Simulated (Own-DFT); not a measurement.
## Calculated data, SiC (4H silicon carbide, atoms displaced)

A calculation, not a measurement: plane-wave PBE density functional theory by an unreviewed code, no spin, of a simulated periodic cell, stress positive in tension, free energy of the whole cell less one offset for each atom, forces on such cells passed a denser k mesh, this cell's mesh not checked; offsets are fitted by least squares, one for each functional and potential file, so energies compare only between cells with the same atoms and settings and are not formation energies; the far tail of each file's local potential was reset to the Coulomb form; each entry is a single point on an unrelaxed cell, so the pressure reflects the starting lattice, mostly measured values (interpolated for alloys), from which strain is counted, and rises with the displacements; printed positions are rounded, which can move forces by about a meV/angstrom; the program, named Own-DFT, is a retired in-house code; no spin-orbit coupling. Program: Own-DFT development build.

Settings shared by all entries: functional PBE; potential files PseudoDojo norm-conserving, scalar-relativistic, standard set; wave cutoff 42 hartree; occupations Fermi-Dirac; smearing width 0.1 eV; hardware one NVIDIA H200; k mesh 3 x 3 x 3 centred on Gamma.

(1) 
```xyz
128
Lattice="12.3308 0.0000 0.0000 -6.1654 10.6788 0.0000 0.0000 0.0000 10.0681" Properties=species:S:1:pos:R:3:force_x:R:1:force_y:R:1:force_z:R:1 formula=SiC free_energy_of_cell_above_offsets=21.430 pressure=11.47 stress_xx=-12.48 stress_yy=-9.44 stress_zz=-12.48 stress_yz=0.51 stress_xz=0.48 stress_xy=-1.69 wall_time=575.2
Si     6.0994    10.6553     3.8561      1.275      4.013       4.28
Si    -0.0371     1.8751     1.4500      7.284     -3.685      3.827
C      0.0329     0.0605     0.8267       0.26     -1.346      1.432
C     -0.0837     1.8616     3.4359      1.645     -1.065     -1.609
Si    10.6939     2.5720     4.1157       3.38      3.377      1.004
Si    -1.5298     4.4556     1.6379     -0.542     -0.057     -1.996
C     10.8292     2.4125     1.1512     -6.318      5.891     -5.213
C     -1.6241     4.6514     3.4250      0.932     -3.151      2.486
Si     9.0747     5.2805     4.1566      4.287      2.157     -0.367
Si    -3.2307     7.1525     1.6291       4.13     -2.413      1.044
C      9.1745     5.3365     0.8234      1.027      0.853      3.129
C     -2.8828     7.0645     3.5582     -3.885       2.03     -1.089
Si    -4.6486     8.1952     4.0249      0.306     -4.195      1.705
Si    -4.4583     9.7747     1.5064     -6.542     -0.753       3.37
C      7.6756     8.0255     1.0840       0.12      1.305     -3.007
C     -4.6126     9.9226     3.5777     -0.188     -0.836     -3.455
Si     3.1088     0.0556     3.9298     -1.079      0.425      2.804
Si     3.1455     1.7708     1.6533     -1.877     -0.684     -3.947
C      2.8578     0.0342     0.8442      6.859      2.403      1.005
C      3.1119     1.7128     3.3403       0.05      3.079      3.729
Si     1.4920     2.7678     3.9625      0.068     -5.195      2.857
Si     1.6588     4.4210     1.4223       -2.7      0.972      1.603
C      1.6552     2.6419     0.9088     -1.459     -0.108      1.516
C      1.6005     4.3629     3.3899      -1.18      3.943     -1.356
Si     0.0679     5.3373     4.1075     -1.796      -1.35     -0.411
Si    -0.1329     7.3604     1.6048      2.657     -4.719     -0.629
C     -0.0301     5.2359     0.7851      0.369      0.872      3.424
C     -0.0973     6.9999     3.4024      1.426      3.228      1.578
Si    -1.4609     8.1533     4.2715     -1.344     -2.533     -3.639
Si    -1.5266     9.7655     1.4671     -1.033      2.589      1.551
C     -1.5744     8.1013     0.8671     -1.389      -1.45     -0.184
C     -1.6144     9.9067     3.4183      3.601     -2.439     -0.034
Si     6.2473     0.0068     4.2427     -1.238       0.12     -3.867
Si     6.0821     1.9329     1.5772      1.856     -2.275      0.018
C      6.0879     0.0643     0.8643      0.799     -0.539      0.619
C      6.0305     1.9167     3.5916      8.075     -6.607     -4.657
Si     4.7623     2.6935     4.0641     -9.862      4.349      3.505
Si     4.5928     4.3700     1.5689     -0.741      1.932      0.546
C      4.5544     2.6145     0.8652      0.312      1.074      5.507
C      4.6263     4.5261     3.4827      0.061     -3.422     -0.306
Si     3.0660     5.2541     4.0230      0.314      1.928      0.722
Si     3.0873     7.3133     1.5154       3.12     -6.745      4.068
C      3.1090     5.3413     0.9895      0.745      1.048     -1.993
C      3.2349     7.0475     3.3633     -3.646      0.499      1.286
Si     1.4463     7.8490     4.1773      2.474      1.026     -1.115
Si     1.4239     9.7877     1.4785      1.282      0.192      0.713
C      1.6525     7.9007     0.9802      -6.33      4.348     -2.405
C      1.5102     9.6583     3.3914     -0.313      1.901      1.125
Si     9.1723     0.1218     4.0698      0.829     -6.084      0.685
Si     9.2563     1.7177     1.5231      -1.97      0.305      2.466
C      3.0458    10.6628     0.8305     -0.059     -0.657      2.525
C      9.3585     1.6874     3.5583     -5.347      3.226     -4.595
Si     7.5679     2.7169     4.0337       3.76     -1.153      3.043
Si     7.6798     4.5205     1.5919     -0.706     -0.304     -0.749
C      7.6708     2.7560     0.9895       0.84     -1.408     -0.611
C      7.7839     4.3820     3.4507     -3.485      1.349     -0.898
Si     6.0951     5.3455     4.1354      1.946      0.474     -0.002
Si     6.1761     7.3118     1.6895      -0.98     -5.433       0.46
C      6.0330     5.3045     1.1163      2.939      2.193     -2.687
C      6.0322     7.0839     3.4804      2.804      2.317      0.846
Si     4.5406     8.0508     4.1486      0.667     -0.067     -5.348
Si     4.6452     9.7830     1.3962     -0.158      0.292      2.749
C      4.6603     7.8715     1.0103      0.019      4.908      -3.46
C      4.6381     9.8140     3.6418     -3.178     -1.242     -4.176
Si    -6.0713    10.6532     9.0970      -1.61     -0.485     -1.677
Si     6.1495     8.9001     6.6523     -1.121      0.674     -5.848
C     12.1621     0.1079     5.9137      4.959     -3.939     -0.481
C      6.1840     8.8803     8.3476      0.115      0.299      6.408
Si    -4.5574     8.0819     9.1275     -1.678      -1.75     -0.406
Si     7.7614     6.2666     6.6483     -1.579     -0.798     -0.179
C     -4.5678     8.0467     6.1205     -9.968     -5.226     -4.586
C      7.6593     6.1885     8.4939      1.533      2.053      0.656
Si     9.2263     5.3554     9.1150      0.653     -1.048     -1.286
Si     9.3978     3.5307     6.6278     -2.459      -2.01     -0.035
C      9.1221     5.2205     5.9799      2.602      1.537      1.249
C      9.2741     3.5204     8.5182      0.707      1.162      0.389
Si    10.6682     2.4048     9.1800      1.876      8.597      2.232
Si    10.8683     0.9200     6.6945      -2.64      -1.49       -3.4
C     10.8424     2.5121     6.0188      0.091      5.588     -1.038
C     10.6111     0.9957     8.3772      4.211     -4.697      1.115
Si     9.3947     0.1227     9.1601     -5.237     -2.482     -2.448
Si     3.1310     9.0420     6.6267      0.053     -2.643     -4.601
C      9.2340     0.0229     5.8611     -0.968       0.04      3.068
C      3.2930     9.0406     8.3422     -2.054     -0.701      5.465
Si     4.6637     8.1224     9.1746      0.612     -2.737     -1.807
Si     4.4944     6.1644     6.5017      2.005      1.082      1.449
C      4.6719     7.8183     5.7557     -0.267       2.22      8.587
C      4.6000     6.2166     8.4408     -0.741      1.412     -0.121
Si     6.1100     5.3826     9.0263     -0.172          0      3.196
Si     6.1303     3.6776     6.6503      1.646     -3.474      0.501
C      6.1914     5.3630     6.0576     -1.015      1.009     -1.726
C      6.1902     3.6394     8.6323     -2.429     -1.606     -2.128
Si     7.6944     2.7530     9.0351      0.029      0.465      2.041
Si     7.5457     0.7108     6.6695      7.494      5.891      0.851
C      7.8094     2.6827     5.9771     -2.711     -0.815     -0.145
C      7.7607     1.0654     8.5152     -1.453     -4.848     -0.543
Si    -0.0978    10.6128     8.9966      5.029      0.102      2.602
Si    -0.1233     8.9701     6.6107      1.513     -5.064     -1.182
C      0.0302    10.6296     6.0619     -4.373     -0.314     -2.018
C     -0.1446     8.8981     8.3473      2.185     -0.208      4.066
Si     1.7055     7.9264     9.1922     -1.384      0.289      -2.96
Si     1.4525     6.1150     6.6360       6.72      3.779      2.246
C      1.6204     7.9353     6.0974     -1.757      1.055     -0.936
C      1.5351     6.0710     8.5087      2.159      2.823     -0.174
Si     3.1316     5.2540     9.0763     -0.061      1.432      1.644
Si     3.1390     3.5746     6.4863     -2.776     -2.709      2.367
C      3.0319     5.2344     5.9951     -0.526      2.482     -2.207
C      2.9527     3.5758     8.5031      3.499     -2.132     -1.216
Si     4.5714     2.5264     9.2701      0.304      6.174     -5.321
Si     4.5664     0.7589     6.5524      0.972      2.664      1.189
C      4.5706     2.6231     5.9747      2.173     -0.506     -0.056
C      4.7210     0.9234     8.7716     -4.055     -2.269     -5.269
Si    -2.9762    10.6459     9.2027     -2.125     -0.048     -3.134
Si    -3.2690     8.7941     6.4008      11.51      5.359      4.621
C     -2.9980    10.5550     5.8445     -0.595      0.318      0.579
C     -3.1071     8.9219     8.4615      1.661     -0.329     -0.016
Si    -1.5295     7.9189     9.0761     -0.967      1.398       -0.9
Si    -1.5432     6.0938     6.7301     -0.838      1.667     -4.483
C     -1.5919     7.8882     6.0198     -0.159      1.563      1.005
C     -1.4586     6.2043     8.4415     -1.055     -1.031      3.449
Si     0.1096     5.2372     9.0924     -3.057     -0.649     -0.057
Si    -0.0130     3.6151     6.7636      1.397     -2.344     -5.303
C      0.0762     5.4875     6.0670     -6.137     -5.109     -3.346
C      0.0270     3.4470     8.4632     -1.163       0.13       4.39
Si     1.5723     2.7097     9.2213     -1.112     -1.867     -3.716
Si     1.8395     0.8247     6.7269     -3.883      2.122     -7.668
C      1.5722     2.6922     5.9021      0.405     -0.301      0.526
C      1.4277     0.8192     8.3124       2.84       1.54      7.102
```

Units: free_energy_of_cell_above_offsets in eV; pressure, stress_xx, stress_yy, stress_zz, stress_yz, stress_xz, stress_xy in GPa; wall_time in s; force_x, force_y, force_z in eV/Å.

(2) 
```xyz
128
Lattice="12.3308 0.0000 0.0000 -6.1654 10.6788 0.0000 0.0000 0.0000 10.0681" Properties=species:S:1:pos:R:3:force_x:R:1:force_y:R:1:force_z:R:1 formula=SiC free_energy_of_cell_above_offsets=28.519 pressure=11.43 stress_xx=-13.23 stress_yy=-9.23 stress_zz=-11.81 stress_yz=-0.92 stress_xz=0.19 stress_xy=0.29 wall_time=537.4
Si    12.3003     0.0470     4.2907      1.478       0.08     -3.884
Si     0.1053     1.7091     1.7021     -2.046      2.918     -6.552
C     -0.1094     0.1978     0.9694      1.197     -6.406      0.669
C      0.0785     1.8083     3.2870      0.076     -0.391      12.46
Si    10.7113     2.5587     4.3272      3.394      2.038     -4.738
Si    -1.3875     4.4216     1.6174     -4.539     -2.783       1.73
C     10.7736     2.5702     1.1833      2.653      3.494     -4.342
C     -1.4203     4.2625     3.5112     -1.495      3.625      0.303
Si    -3.0765     5.5087     4.1274      0.847     -3.181      0.158
Si    -3.1337     7.0944     1.6613     -0.292      1.131     -3.007
C      9.1950     5.2927     0.9002      2.104      0.919     -0.009
C     -3.1308     7.2260     3.4592      0.851     -0.491      1.783
Si     7.6542     7.9787     4.2706      3.199      2.784       -1.6
Si    -4.5159     9.8140     1.4392     -7.324     -1.844      3.912
C      7.6098     8.1243     0.9033      1.104     -4.707      -0.63
C     -4.7258     9.7408     3.4894      0.619      0.137      0.614
Si    -3.1640    10.6322     4.0762     -3.274      1.316      -0.01
Si     3.1056     1.8423     1.4029     -1.493     -1.671      1.012
C     -3.2403    10.6111     0.8348      7.728      4.639     -0.951
C      2.9499     1.7007     3.5697      5.014      0.097     -4.189
Si     1.6567     2.6560     4.0957     -4.872      2.527      0.931
Si     1.5219     4.5622     1.6196     -1.031     -2.131     -1.964
C      1.4433     2.6846     0.8241      2.206      1.128      2.203
C      1.5303     4.4499     3.4050      1.834      0.412       0.92
Si    -0.0079     5.3770     4.1079      0.586     -1.979      1.281
Si     0.0547     7.0979     1.6468     -1.624       0.45     -2.229
C     -0.1495     5.3459     0.8821      4.726      1.419     -0.418
C      0.1943     7.1029     3.4526     -3.541     -0.086      0.674
Si    -1.6665     8.1711     4.1016      2.059     -1.769      -1.83
Si    -1.4296     9.7352     1.6689     -3.112     -0.289     -4.655
C     -1.5553     8.0347     0.9729      0.369     -0.564     -0.267
C     -1.8300     9.8572     3.3345      5.542     -0.796      2.151
Si    -0.0316    10.6041     3.9728     -2.782      2.943       4.24
Si     6.1744     1.6363     1.7003     -0.099      2.247     -0.565
C      0.0555    10.6077     0.8849     -4.155      1.375      4.631
C      6.2414     1.9206     3.6367     -6.026     -5.122     -4.284
Si     4.5283     2.6123     4.0639      1.106      0.479      1.567
Si     4.5589     4.3635     1.5009        3.5      -0.42     -0.485
C      4.7840     2.5606     0.6845     -1.787       0.38      7.638
C      4.5901     4.4675     3.3913       5.65      -3.66     -2.334
Si     3.2878     5.2349     3.9164     -10.19      3.822      4.912
Si     3.0221     7.1543     1.6225      2.513      0.077     -0.934
C      3.1843     5.3538     0.9977     -2.897      1.115      0.732
C      3.1938     7.1862     3.4798     -2.843     -3.722     -1.991
Si     1.6504     7.9194     4.0821     -1.486      1.596       1.61
Si     1.3707     9.7970     1.5706      6.384     -0.693      2.411
C      1.5984     8.0676     1.1197     -2.629     -1.162     -2.946
C      1.3920     9.7537     3.5937      3.785     -1.629     -2.556
Si     3.1875    10.4929     4.0703     -5.087      4.249      1.294
Si     9.2081     1.9411     1.4988      0.596     -4.846      2.964
C      9.1480     0.0338     1.0183       0.59     -0.938     -0.755
C      9.4098     1.7352     3.5479     -5.256     -1.611     -1.649
Si     7.6857     2.6312     4.0015      5.819      3.491      3.621
Si     7.7728     4.3780     1.4507     -2.336      0.619      2.927
C      7.6077     2.5599     1.0005       0.27      1.905     -0.878
C      7.7160     4.5501     3.6564      -1.27     -0.966     -2.452
Si     5.9700     5.5696     4.0696      3.576      -7.84      1.662
Si     6.1263     6.9410     1.5750      1.386      4.692     -0.113
C      6.1528     5.3262     0.8620     -0.139     -1.621      1.048
C      6.3817     7.0829     3.5628      -5.43      2.853     -3.779
Si     4.5588     7.9406     4.0344        5.9       4.29      2.909
Si     4.5966     9.6063     1.5826     -0.252      6.186      -0.04
C      4.5214     8.0551     0.7775       0.97     -3.759      4.254
C      4.6375     9.8447     3.4848      2.455     -4.045      -0.85
Si    -0.0343     0.0902     9.3009      1.801     -2.387     -3.587
Si     6.2277     8.8002     6.6225      0.792       1.42      0.509
C     -6.0680    10.6523     6.1317     -1.852     -0.833     -2.448
C      6.3861     8.7797     8.4117     -2.622      0.007       2.69
Si     7.8645     7.6990     8.9592     -1.609      13.31      5.293
Si     7.5041     6.1854     6.7041      5.322      0.768      -2.28
C     -4.3981     7.9096     6.0784      -3.64     -0.211      -0.85
C      7.6566     6.2279     8.4823      3.794     -7.025     -2.745
Si    -3.0325     5.3244     9.0506     -0.353     -2.293      0.234
Si     9.0555     3.6621     6.4422       2.59     -2.898      2.526
C     -2.9807     5.3450     6.0274     -1.895      3.134     -0.931
C      9.2312     3.3944     8.3246     -0.853      2.413      2.772
Si    -1.5120     2.7366     9.0962     -2.955     -2.958      1.996
Si    10.8161     0.7607     6.5894     -1.345      0.668      2.218
C     10.6287     2.5321     6.0350      2.053      0.491      2.058
C     10.9029     0.9233     8.5644      -3.03     -0.676     -1.609
Si     9.2872     0.0225     9.0457      1.973     -1.525      3.087
Si     2.9617     8.7141     6.6805       3.71      2.538     -0.212
C      2.9660    10.5192     6.0025      2.351      0.089      0.137
C      3.2227     8.7514     8.5133     -4.419      2.727     -0.497
Si     4.6103     7.8756     9.1114       3.52     -0.491     -3.545
Si     4.7861     6.2177     6.3749     -11.52      4.227      3.991
C      4.6966     8.0148     5.9740     -1.267      -0.35     -1.864
C      4.6155     6.1228     8.1895     -0.057      0.788      5.716
Si     6.2887     5.4923     9.1011     -6.125     -3.622      0.813
Si     6.1831     3.7239     6.6662     -2.501     -3.368      0.439
C      6.0735     5.4169     6.0667      7.184     -4.705     -4.791
C      6.2717     3.6652     8.6174     -3.174      0.025     -2.328
Si     7.5802     2.6532     9.1579       4.38     -0.306     -0.228
Si     7.8068     0.9049     6.6925     -3.337        0.3     -0.577
C      7.5353     2.7115     6.1199       2.26     -1.074      -2.76
C      7.7407     0.8269     8.6590     -0.343      1.817     -2.915
Si     6.2181     0.2664     9.3188     -1.011     -3.398     -5.782
Si     0.0345     8.8632     6.6143      2.056       2.54      0.686
C      5.9962     0.0192     5.9681      5.569     -2.593     -0.978
C      0.1127     8.8080     8.5330     -7.895      5.246     -3.129
Si     1.4204     8.1447     9.1596      7.429      -5.39      3.225
Si     1.6955     6.3273     6.7592     -2.934     -4.258     -2.864
C      1.5510     7.9081     6.0104     -0.994      1.477     -1.778
C      1.3811     6.2020     8.4753      2.302      0.443      4.185
Si     3.0466     5.4086     9.2991      0.282     -0.834     -5.695
Si     3.1298     3.6076     6.6012      2.417     -0.499      1.691
C      2.8750     5.2128     5.9547       4.59      3.562     -2.498
C      3.0864     3.4991     8.5113      1.855      2.274       0.15
Si     4.6254     2.5951     9.0725      0.257      4.865     -3.383
Si     4.6054     0.6974     6.6394       -0.5      5.384      0.083
C      4.6011     2.7144     5.9102      0.916       0.09      1.991
C      4.6664     0.9625     8.5188       0.82     -3.069     -1.145
Si     3.2164     0.0424     9.0943      -4.47      0.418      0.177
Si    -2.9621     8.8624     6.5194     -1.563       3.55      1.881
C      3.1601     0.1072     5.8454      -2.88     -3.069      2.703
C     -3.1254     9.0166     8.4880      -0.12     -1.292     -2.831
Si    -1.6856     8.2606     9.0090      5.443     -4.743       3.65
Si    -1.5185     6.4858     6.5679      1.174     -6.088       1.13
C     -1.4390     8.1837     5.9179     -1.076     -1.953     -0.291
C     -1.4805     6.1093     8.5241     -3.294      4.571     -2.178
Si    -0.0979     5.1892     9.0409      2.155      1.093      0.787
Si     0.0661     3.4285     6.6971     -1.129      2.113     -4.366
C      0.0460     5.3066     5.9900      -0.53      1.264      0.669
C     -0.1022     3.4449     8.4156      3.879       1.94      2.718
Si     1.6453     2.7444     9.1159     -3.776     -3.012     -1.472
Si     1.5479     0.8686     6.6801      2.203      1.805     -3.989
C      1.7470     2.8062     6.0257     -5.767     -4.557     -1.499
C      1.4149     0.8063     8.3447       2.98      1.808      6.502
```

Units: free_energy_of_cell_above_offsets in eV; pressure, stress_xx, stress_yy, stress_zz, stress_yz, stress_xz, stress_xy in GPa; wall_time in s; force_x, force_y, force_z in eV/Å.
